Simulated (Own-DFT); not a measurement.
# A change of arrangement and its cost: Ge32Si32, 64 atoms

All numbers below are calculated, not measured. The program, named Own-DFT, is a retired in-house plane-wave density functional code that no person has reviewed. Each row is one single-point run on a periodic cell that was not relaxed, without spin or spin-orbit coupling.

Settings of every run: PBEsol; PseudoDojo norm-conserving scalar-relativistic files, made for PBE; cutoff 42 hartree; 3 x 3 x 3 k mesh centred on Gamma; Fermi-Dirac smearing of 0.1 eV.

Known limits, some of them of some rows only: not probed for a lower state with spin; forces on such cells passed a denser k mesh, each cell not checked; stress not checked against mesh or cutoff.

All cells hold the same atoms in the same cell, with vectors in Å (11.089, 0.000, 0.000); (0.000, 11.089, 0.000); (0.000, 0.000, 11.089). Every atom was moved at random from its ideal site; u is the rms move along one axis. The random placing of the alloy's atoms differs from row to row. E is the free energy of the cell above the lowest run. The arrangements:

- A: diamond-structure SiGe in clusters
- B: diamond-structure SiGe in ordered layers
- C: diamond-structure SiGe with randomly placed atoms

```
arrangement,u (Å),E (eV),P (GPa)
A,0.0289,0.541,0.68
A,0.0293,0.292,0.66
A,0.0303,0.749,0.73
A,0.0587,3.544,1.26
A,0.0588,4.202,1.43
A,0.0613,3.689,1.25
B,0.0290,0.484,0.62
B,0.0310,0.543,0.65
B,0.0316,0.766,0.70
B,0.0567,2.820,1.08
B,0.0604,4.436,1.46
B,0.0629,3.600,1.19
C,0.0290,0.000,0.45
C,0.0302,0.419,0.52
C,0.0320,0.456,0.50
C,0.0599,3.393,1.08
C,0.0613,3.347,1.01
C,0.0644,4.231,1.30
```

Question: once the cost of the random moves is taken out, how do the arrangements rank?

## Worked answer

Fit E = a + b u², with one b for all and one a for each arrangement, and with residuals divided by u², since the noise grows with the moves. Then b = 1183 eV/Å², the scatter at u = 0.04 Å is 0.24 eV, and against A:

- B: -0.02 ± 0.11 eV (not told apart from A)
- C: -0.32 ± 0.11 eV (lower)

These are energies of unrelaxed cells. Relaxing the atoms lowers the strained arrangements most, so the gaps would shrink and small ones could change sign.
